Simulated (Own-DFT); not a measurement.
# Which arrangement is lower? As32Ga32, 64 atoms

Calculated results; nothing here was measured. They come from Own-DFT, an in-house plane-wave density functional program, since retired, whose code no person has reviewed. Each row is one single-point run on a periodic cell that was not relaxed, without spin or spin-orbit coupling.

Settings of every run: PBE; PseudoDojo norm-conserving scalar-relativistic files; cutoff 42 hartree; 3 x 3 x 3 k mesh centred on Gamma; Fermi-Dirac smearing of 0.1 eV.

Known limits, some of them of some rows only: not probed for a lower state with spin; forces on such cells failed a check on a denser k mesh; forces not confirmed at this smearing and k mesh; stress not checked against mesh or cutoff.

All cells hold the same atoms in the same cell, with vectors in Å (11.307, 0.000, 0.000); (0.000, 11.307, 0.000); (0.000, 0.000, 11.307). Every atom was moved at random from its ideal site; u is the rms move along one axis. The defect's site can differ from row to row. E is the free energy of the cell above the lowest run. The arrangements:

- A: zincblende GaAs
- B: zincblende GaAs, with one As on a Ga site and one Ga on an As site, 2.4 Å apart

```
arrangement   u (Å)  E (eV)  P (GPa)
          A  0.0193   0.000     3.50
          A  0.0204   0.116     3.53
          A  0.0211   0.108     3.52
          A  0.0487   2.016     3.92
          A  0.0490   2.240     3.98
          A  0.0522   2.592     4.02
          B  0.0300   3.088     3.96
          B  0.0303   3.148     3.95
          B  0.0333   3.357     3.99
          B  0.0450   4.142     4.14
          B  0.0485   4.785     4.34
          B  0.0509   4.832     4.30
```

Question: once the cost of the random moves is taken out, how do the arrangements rank?

## Worked answer

Fit E = a + b u², with one b for all and one a for each arrangement, and with residuals divided by u², since the noise grows with the moves. Then b = 1056 eV/Å², the scatter at u = 0.04 Å is 0.09 eV, and against A:

- B: 2.52 ± 0.04 eV (higher)

These are energies of unrelaxed cells. Relaxing the atoms lowers the strained arrangements most, so the gaps would shrink and small ones could change sign.
